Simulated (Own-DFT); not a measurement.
# How strain changes the stress of wurtzite GaN, 72 atoms (Ga36N36)

Source: density functional calculations with Own-DFT, an unreviewed in-house program that is no longer used. Nothing was measured or relaxed, and spin and spin-orbit coupling are left out.

Common settings: PBE; PseudoDojo norm-conserving scalar-relativistic files (stringent for Ga); cutoff 96 hartree; 4 x 4 x 3 k mesh centred on Gamma; Gaussian smearing of 0.01 eV.

Known weak points: forces not confirmed at this smearing and k mesh; stress not checked against mesh or cutoff.

Unstrained cell vectors in Å: (9.567, 0.000, 0.000); (-4.783, 8.285, 0.000); (0.000, 0.000, 10.370). The unstrained cell has measured lattice constants (interpolated for alloys), not those of this functional. That, the random moves and any unrelaxed bonds set the pressure at no strain. In each run the cell takes a homogeneous strain; fractional positions stay. Each atom got a random Gaussian move of width 0.05 Å along each axis. Strain is the symmetric tensor, in per cent. Stress is positive in tension, and the pressure is minus a third of its trace.

| run | e_xx (%) | e_yy (%) | e_zz (%) | e_yz (%) | e_xz (%) | e_xy (%) | s_xx (GPa) | s_yy (GPa) | s_zz (GPa) | s_yz (GPa) | s_xz (GPa) | s_xy (GPa) | P (GPa) | E (meV/atom) |
|---|---|---|---|---|---|---|---|---|---|---|---|---|---|---|
| 1 | -0.37 | 0.96 | 1.95 | -1.15 | -0.43 | 0.56 | -6.11 | -2.40 | 1.85 | -2.21 | -1.27 | 0.87 | 2.22 | 10.5 |
| 2 | 1.15 | -1.69 | 0.14 | 1.75 | 1.96 | -1.06 | -4.84 | -13.07 | -8.43 | 3.97 | 5.22 | -4.02 | 8.78 | 40.7 |
| 3 | 0.91 | -1.94 | 1.47 | 0.69 | -0.48 | -1.39 | -4.23 | -13.61 | -2.75 | 2.04 | -0.58 | -5.88 | 6.86 | 31.6 |
| 4 | -1.93 | -1.03 | 1.28 | -1.55 | -0.76 | 1.76 | -15.27 | -14.88 | -3.46 | -3.89 | -1.49 | 6.13 | 11.20 | 40.6 |
| 5 | 0.50 | 1.32 | -0.39 | 1.36 | 1.43 | -1.37 | -4.64 | -1.85 | -6.72 | 2.30 | 2.15 | -2.89 | 4.40 | 19.3 |
| 6 | 0.35 | 1.81 | 0.25 | -1.29 | -1.03 | 1.17 | -4.03 | -0.33 | -4.06 | -1.84 | -1.67 | 3.12 | 2.81 | 13.7 |
| 7 | -0.20 | 0.22 | -0.63 | 0.98 | 1.66 | 1.21 | -7.94 | -5.54 | -11.58 | 1.62 | 4.20 | 4.67 | 8.35 | 18.5 |
| 8 | -0.70 | 0.53 | 0.20 | 1.28 | -1.92 | 1.35 | -9.62 | -6.98 | -5.70 | 2.43 | -4.11 | 4.76 | 7.43 | 27.0 |
| 9 | -1.91 | 0.88 | -0.34 | -1.91 | 1.47 | -0.86 | -15.36 | -6.33 | -10.77 | -5.83 | 2.91 | -1.09 | 10.82 | 51.8 |
| 10 | 1.98 | 0.96 | -0.25 | 0.37 | 1.16 | 0.96 | 1.06 | -1.51 | -5.10 | 0.52 | 2.25 | 2.89 | 1.85 | 0.6 |
| 11 | 1.95 | 0.16 | -1.62 | -0.28 | 0.11 | -0.33 | 0.26 | -6.02 | -12.96 | -1.27 | -0.18 | -0.36 | 6.24 | 16.5 |
| 12 | 0.86 | -0.86 | -0.89 | 0.68 | 1.32 | -1.78 | -3.94 | -11.25 | -12.09 | 2.43 | 2.62 | -4.51 | 9.09 | 29.2 |
| 13 | 1.15 | 0.64 | 1.79 | 0.42 | 1.31 | 1.82 | -0.76 | -1.24 | 0.82 | 1.18 | 3.23 | 3.82 | 0.39 | 0.0 |
| 14 | -1.59 | -1.63 | -1.66 | 0.22 | 0.17 | 1.70 | -19.97 | -16.73 | -18.46 | 0.71 | 0.55 | 6.19 | 18.39 | 68.2 |
| 15 | 1.72 | 0.93 | -0.28 | 1.47 | -0.88 | 1.52 | -1.49 | -0.81 | -7.26 | 2.85 | -2.07 | 5.10 | 3.19 | 24.0 |
| 16 | 1.17 | -1.54 | 1.47 | -0.17 | -1.75 | -0.46 | ? | ? | ? | ? | ? | ? | ? | ? |

The last column gives the free energy per atom over the lowest of the runs shown.

## Working it out

Least squares on the runs shown: each stress against a constant and the strains, taken as fractions with shears doubled. Shear strains stay in the fit of a normal stress only where such slopes are resolved. The slopes, in GPa:

```
stress,at no strain,per e_xx,per e_yy,per e_zz,scatter
s_xx,-7.7,431 ± 23,104 ± 26,104 ± 27,1.15
s_yy,-7.6,131 ± 19,419 ± 21,61 ± 23,0.95
s_zz,-7.7,76 ± 18,117 ± 20,449 ± 21,0.90
```

The slope of each shear stress on twice its own strain, from a fit on all six strains: yz 107 ± 11, xz 112 ± 6, xy 146 ± 7 GPa. These are stiffnesses along x, y and z of the frame in which the cell vectors are given, with the crystal's c axis along z: C11, C12, C13 and C33. Hexagonal symmetry asks that xx and yy behave alike, which is a second check on the noise. The atoms are held to the strained lattice; where symmetry lets them move under strain, relaxing them would lower some slopes. Symmetry asks for nearly equal slopes across the diagonal; the mismatch is a measure of noise. A ninth of the table's sum, 210 ± 4 GPa, estimates the bulk modulus near the mean pressure of these runs, 6.8 GPa, so it lies above the value at zero pressure.

## The run left out

Question: what normal stresses and pressure should run 16 give?

Estimate: s_xx = -2.8, s_yy = -11.6, s_zz = -2.0 and P = 5.5 GPa. Computed: -2.72, -10.81, -1.42 and P = 4.99 GPa.
